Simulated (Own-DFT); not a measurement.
# Computed records: Hf₃₆O₇₁ (tetragonal hafnia with one neutral oxygen vacancy, atoms displaced)

A calculation, not a measurement: plane-wave PBE and HSE06 DFT by an unreviewed code, no spin, of a simulated cell at Gamma alone, so results move with cell size and shape, stress positive in tension, energies less offsets, not probed for a lower state with spin; hafnium file: forces about 75 meV/angstrom off all-electron values; oxygen file: force components 24 meV/angstrom off all-electron in a glass; k mesh not checked against a denser one; forces and stress are PBE's, HSE06 gives the energy alone, and its difference from PBE has offsets of its own; offsets are fitted by least squares, one for each functional and potential file, so energies compare only between cells with the same atoms and settings and are not formation energies; the far tail of each file's local potential was reset to the Coulomb form; each entry is a single point on an unrelaxed cell, so the pressure reflects the starting lattice, taken from the Materials Project, from which strain is counted, and rises with the displacements; printed positions are rounded, which can move forces by about a meV/angstrom; the program is a retired in-house code; no spin-orbit coupling. Program: Own-DFT development build.

```yaml
- formula: Hf36O71
  kind: "tetragonal hafnia with one neutral oxygen vacancy, atoms displaced"
  structure:
    cell_angstrom: [[10.78, 0.0, 0.0], [0.0, 10.78, 0.0], [0.0, 0.0, 10.4493]]
    atoms_fractional:
      - [Hf, 0.99434, 0.0048, 0.00301]
      - [Hf, 0.16647, 0.17186, 0.2497]
      - [O, 0.00157, 0.16989, 0.16143]
      - [O, 0.16679, 0.00287, 0.34888]
      - [O, 0.99925, 0.16842, 0.40207]
      - [O, 0.1701, 0.0017, 0.09489]
      - [Hf, 0.00581, 0.99343, 0.5027]
      - [Hf, 0.16514, 0.16398, 0.75471]
      - [O, 0.99957, 0.16679, 0.65129]
      - [O, 0.17006, 0.00091, 0.8485]
      - [O, 0.00922, 0.16569, 0.91433]
      - [O, 0.16984, 0.99759, 0.596]
      - [Hf, 0.99596, 0.33666, 0.99889]
      - [Hf, 0.16651, 0.50067, 0.25395]
      - [O, 0.00528, 0.49443, 0.15724]
      - [O, 0.17229, 0.33606, 0.35024]
      - [O, 0.00365, 0.50145, 0.39857]
      - [O, 0.16119, 0.33808, 0.09908]
      - [Hf, 0.00044, 0.32776, 0.50559]
      - [Hf, 0.16041, 0.50178, 0.7484]
      - [O, 0.00249, 0.50449, 0.6573]
      - [O, 0.16712, 0.33472, 0.83972]
      - [O, 0.00024, 0.50346, 0.90229]
      - [O, 0.15764, 0.33034, 0.59748]
      - [Hf, 0.00377, 0.66587, 0.98804]
      - [Hf, 0.17343, 0.82288, 0.24966]
      - [O, 0.00367, 0.8327, 0.15425]
      - [O, 0.16276, 0.66409, 0.35209]
      - [O, 0.98291, 0.83129, 0.39667]
      - [O, 0.17438, 0.66118, 0.10243]
      - [Hf, 0.99907, 0.66536, 0.50327]
      - [Hf, 0.16149, 0.83455, 0.75626]
      - [O, 0.00727, 0.83115, 0.65514]
      - [O, 0.17116, 0.66597, 0.84717]
      - [O, 0.99909, 0.83712, 0.9052]
      - [O, 0.16697, 0.65988, 0.59446]
      - [Hf, 0.33185, 0.99646, 0.00399]
      - [Hf, 0.50567, 0.17045, 0.25237]
      - [O, 0.32866, 0.17076, 0.15642]
      - [O, 0.50094, 0.99391, 0.34373]
      - [O, 0.33628, 0.1616, 0.40042]
      - [O, 0.50609, 0.00274, 0.10205]
      - [Hf, 0.33431, 0.00394, 0.49939]
      - [Hf, 0.49889, 0.16451, 0.75172]
      - [O, 0.33543, 0.16872, 0.65123]
      - [O, 0.50438, 0.00106, 0.85211]
      - [O, 0.33418, 0.16241, 0.90714]
      - [O, 0.50454, 0.99954, 0.59934]
      - [Hf, 0.33242, 0.32995, 0.99307]
      - [Hf, 0.50635, 0.49574, 0.25446]
      - [O, 0.33095, 0.49273, 0.14466]
      - [O, 0.50155, 0.33368, 0.34733]
      - [O, 0.3269, 0.49939, 0.3948]
      - [O, 0.50676, 0.33692, 0.09833]
      - [Hf, 0.33232, 0.33042, 0.50324]
      - [Hf, 0.50893, 0.4991, 0.74749]
      - [O, 0.32633, 0.49886, 0.65331]
      - [O, 0.5046, 0.33763, 0.84699]
      - [O, 0.33233, 0.5037, 0.90448]
      - [O, 0.49722, 0.33115, 0.60339]
      - [Hf, 0.34042, 0.65801, 0.99977]
      - [Hf, 0.49923, 0.83201, 0.25224]
      - [O, 0.33192, 0.82698, 0.14819]
      - [O, 0.50437, 0.67026, 0.34068]
      - [O, 0.32845, 0.83592, 0.40422]
      - [O, 0.502, 0.667, 0.09578]
      - [Hf, 0.32763, 0.66651, 0.50066]
      - [Hf, 0.50074, 0.82393, 0.74654]
      - [O, 0.33494, 0.83388, 0.65141]
      - [O, 0.49383, 0.66953, 0.85085]
      - [O, 0.32993, 0.83212, 0.90656]
      - [O, 0.49372, 0.6668, 0.59422]
      - [Hf, 0.67489, 0.99801, 0.00083]
      - [Hf, 0.82696, 0.16198, 0.25294]
      - [O, 0.66979, 0.16152, 0.15608]
      - [O, 0.83555, 0.99685, 0.35055]
      - [O, 0.66057, 0.16601, 0.40247]
      - [O, 0.83915, 0.99964, 0.09963]
      - [Hf, 0.6715, 0.99708, 0.50288]
      - [Hf, 0.83614, 0.16129, 0.74972]
      - [O, 0.66709, 0.17886, 0.64929]
      - [O, 0.83829, 0.99627, 0.8463]
      - [O, 0.67, 0.16624, 0.90064]
      - [O, 0.83493, 0.0007, 0.59365]
      - [Hf, 0.66353, 0.33643, 0.00349]
      - [Hf, 0.83965, 0.49739, 0.24706]
      - [O, 0.66544, 0.50357, 0.15925]
      - [O, 0.83178, 0.33932, 0.34031]
      - [O, 0.66432, 0.49636, 0.39604]
      - [O, 0.83582, 0.33654, 0.09693]
      - [Hf, 0.66878, 0.32943, 0.50071]
      - [Hf, 0.835, 0.49505, 0.74682]
      - [O, 0.66391, 0.50913, 0.65706]
      - [O, 0.83637, 0.33164, 0.84092]
      - [O, 0.65832, 0.49753, 0.90184]
      - [O, 0.83822, 0.32904, 0.5944]
      - [Hf, 0.66444, 0.66283, 0.00646]
      - [Hf, 0.82452, 0.83093, 0.25123]
      - [O, 0.67148, 0.83327, 0.15329]
      - [O, 0.84215, 0.6682, 0.3436]
      - [O, 0.65442, 0.82858, 0.39912]
      - [O, 0.82382, 0.66107, 0.10489]
      - [Hf, 0.6627, 0.67212, 0.49814]
      - [Hf, 0.83986, 0.83848, 0.74572]
      - [O, 0.66981, 0.83724, 0.65748]
      - [O, 0.83353, 0.66143, 0.85186]
      - [O, 0.83457, 0.67216, 0.60109]
  settings:
    first_functional: PBE
    second_functional: HSE06
    exact_exchange_share: 0.25
    "screening [1/bohr]": 0.11
    exchange_divergence: Gygi-Baldereschi
    potential_files: "PseudoDojo norm-conserving, scalar-relativistic, made for PBE, standard set"
    "wave_cutoff [hartree]": 48.0
    occupations: fixed
    k_mesh: "1 x 1 x 1 centred on Gamma"
  results:
    "PBE_energy_of_cell_above_offsets [eV]": "-97.636"
    "HSE06_less_PBE_above_offsets [eV]": "0.021"
    "PBE_pressure [GPa]": 2.31
    "PBE_stress_xx [GPa]": -2.5
    "PBE_stress_yy [GPa]": -1.71
    "PBE_stress_zz [GPa]": -2.73
    "PBE_stress_yz [GPa]": 0.55
    "PBE_stress_xz [GPa]": 0.0
    "PBE_stress_xy [GPa]": -0.18
    force_element: [Hf, Hf, O, O, O, O, Hf, Hf, O, O, O, O, Hf, Hf, O, O, O, O, Hf, Hf, O, O, O, O, Hf, Hf, O, O, O, O, Hf, Hf, O, O, O, O, Hf, Hf, O, O, O, O, Hf, Hf, O, O, O, O, Hf, Hf, O, O, O, O, Hf, Hf, O, O, O, O, Hf, Hf, O, O, O, O, Hf, Hf, O, O, O, O, Hf, Hf, O, O, O, O, Hf, Hf, O, O, O, O, Hf, Hf, O, O, O, O, Hf, Hf, O, O, O, O, Hf, Hf, O, O, O, O, Hf, Hf, O, O, O]
    "force_x [eV/angstrom]": [2.596, -0.186, -1.41, -0.343, -0.257, -0.999, 0.374, 0.588, 0.145, -0.329, -0.501, -0.396, 1.188, 1.01, -1.089, -0.084, -0.477, 0.593, 0.439, 2.315, -1.795, 0.186, 0.014, 1.808, -0.269, -1.274, -0.529, 0.283, 1.505, -1.323, -0.261, 3.007, -0.874, -1.21, 0.286, -0.513, 0.991, -1.64, 1.724, 0.042, 0.39, -0.345, 0.252, 0.568, -0.821, 0.35, 0.076, 0.073, -0.58, -1.661, 1.281, -0.196, 1.064, -1.071, -0.84, -2.89, 1.098, -0.602, 0.065, 0.74, -0.996, -0.403, 0.895, -0.325, 0.201, 0.044, -0.201, -1.039, -0.733, 0.969, 0.046, 1.334, -2.173, 2.378, -0.218, -1.276, 0.51, -1.301, -1.491, -1.232, 0.645, -0.255, 0.426, 0.289, 0.666, 0.029, 0.476, -0.468, -0.13, -1.003, -0.53, -0.222, 1.878, 0.415, 0.483, -1.312, 0.956, 3.517, -1.905, -1.197, 1.287, 1.757, 0.443, -1.001, 0.01, 0.076, -0.603]
    "force_y [eV/angstrom]": [-1.48, -0.501, -0.336, -0.771, -0.492, 0.084, 0.526, 0.368, -0.59, -0.194, 0.738, 0.287, 0.1, -0.44, 0.42, -0.966, -0.58, -0.727, 0.415, 0.002, -0.094, -0.486, -1.153, -0.066, 1.209, 1.322, -0.255, 0.952, 0.366, 0.287, -0.043, 0.165, 0.364, 0.311, -0.461, 0.474, -0.695, -1.65, 0.384, 1.37, 1.347, -0.116, -0.967, -0.182, -0.122, -0.911, 0.561, 0.426, 1.499, 0.844, 0.072, -0.397, 0.285, -0.711, 0.665, 0.024, -0.306, -1.252, -2.061, 0.703, 1.312, 0.747, 0.598, -1.444, -0.729, -0.071, -0.317, 1.941, -0.235, -0.765, 0.146, 0.119, -0.418, 0.676, 0.489, 0.683, -0.23, 0.392, 0.099, 1.121, -0.867, 1.082, 0.114, -0.137, -0.487, 1.542, -0.612, -2.199, 0.947, -0.006, 0.391, 1.285, -0.421, -0.178, 0.343, 0.823, 0.72, -0.622, 0.329, -0.96, 1.181, 0.121, -1.82, -2.37, -0.323, 0.618, -0.176]
    "force_z [eV/angstrom]": [1.452, 0.479, -0.814, -0.021, 1.03, 0.078, -2.524, -0.663, 0.947, -0.376, -1.607, 0.763, 1.344, -0.89, -1.226, 0.263, 1.387, -1.23, -2.665, 0.313, -0.989, 0.887, -0.516, 0.354, 2.937, -0.522, -0.152, 0.244, 2.23, -0.643, -1.932, 0.376, -0.931, 0.154, -0.976, 0.682, 0.239, -0.587, -0.482, 0.759, 0.504, -0.699, -0.137, 0.235, 0.37, -0.72, -0.977, -0.32, 1.836, -0.776, 0.91, 0.927, 1.309, 0.206, -0.524, 1.004, -0.246, 0.311, -1.007, -0.884, 0.855, -1.549, 0.823, 1.025, -0.298, 0.526, -0.59, 0.911, 0.492, -0.661, -0.454, 0.271, -0.221, 0.555, -0.62, -0.036, 0.087, 0.302, -0.802, -0.274, 0.497, 0.382, 0.507, 1.267, -0.781, 0.094, -1.197, 1.107, 1.842, -0.55, -0.374, 0.649, -1.366, 0.33, 0.219, 0.503, -0.726, -0.021, -1.027, 0.973, 0.731, -1.121, -0.195, 1.005, -0.411, -0.698, -0.48]
```
